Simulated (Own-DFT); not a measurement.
# One host, several defects: zincblende GaAs

The numbers are computed, not measured, by runs of the plane-wave DFT program Own-DFT (in-house, retired, unreviewed) at fixed positions, with no spin and no spin-orbit coupling.

All runs used: PBE; PseudoDojo norm-conserving scalar-relativistic files; cutoff 42 hartree; 3 x 3 x 3 k mesh centred on Gamma; Fermi-Dirac smearing of 0.1 eV.

Keep in mind (not all hold for every row): not probed for a lower state with spin; forces on such cells failed a check on a denser k mesh; forces not confirmed at this smearing and k mesh; forces on such cells passed a denser k mesh, each cell not checked; stress not checked against mesh or cutoff.

All runs share one cell, with vectors in Å (11.307, 0.000, 0.000); (0.000, 11.307, 0.000); (0.000, 0.000, 11.307) and a volume of 1445.4 Å³. The atoms are randomly displaced, by u rms on each axis. The defect's site can differ from row to row.

| cell | formula | u (Å) | P (GPa) |
|---|---|---|---|
| no defect | As32Ga32 | 0.0210 | 3.53 |
| no defect | As32Ga32 | 0.0488 | 3.98 |
| no defect | As32Ga32 | 0.0518 | 4.03 |
| one As on a Ga site and one Ga on an As site | As32Ga32 | 0.0329 | 3.96 |
| one As on a Ga site and one Ga on an As site | As32Ga32 | 0.0483 | 4.22 |
| one As on a Ga site and one Ga on an As site | As32Ga32 | 0.0484 | 4.22 |
| one In on a Ga site | As32Ga31In | 0.0302 | 4.26 |
| one In on a Ga site | As32Ga31In | 0.0492 | 4.67 |
| one In on a Ga site | As32Ga31In | 0.0537 | 4.65 |
| two As on a Ga site each | As34Ga30 | 0.0306 | 4.78 |
| two As on a Ga site each | As34Ga30 | 0.0312 | 4.78 |
| two As on a Ga site each | As34Ga30 | 0.0318 | 4.82 |
| one Al on a Ga site | AlAs32Ga31 | 0.0437 | 3.91 |
| one Al on a Ga site | AlAs32Ga31 | 0.0464 | 3.95 |
| one Al on a Ga site | AlAs32Ga31 | 0.0511 | 3.90 |
| one Al on a Ga site | AlAs32Ga31 | 0.0514 | ? |

## Fit

P = P0 + c u² + a shift for each defect gives P0 = 3.46 GPa, c = 211 ± 21 GPa/Å² and a scatter of 0.05 GPa. The shifts, and each times the cell's volume:

- two As on a Ga site each: 1.13 ± 0.05 GPa, 10.2 eV (5.1 eV for each of its 2 sites)
- one In on a Ga site: 0.63 ± 0.04 GPa, 5.7 eV
- one As on a Ga site and one Ga on an As site: 0.27 ± 0.04 GPa, 2.4 eV
- one Al on a Ga site: -0.01 ± 0.04 GPa, -0.1 eV (not resolved)

Positive is outwards. The product with the volume (160.2 GPa Å³ to the eV) is nearly free of the cell's size; divided by the bulk modulus at the cell's pressure it gives the volume that the defect adds. The atoms around the defects weren't relaxed, which would change these numbers.

## Withheld run

The question: what pressure belongs in the blank (one Al on a Ga site, u = 0.0514 Å)?

Estimate: 4.01 ± 0.06 GPa. The hidden result is 4.02 GPa.
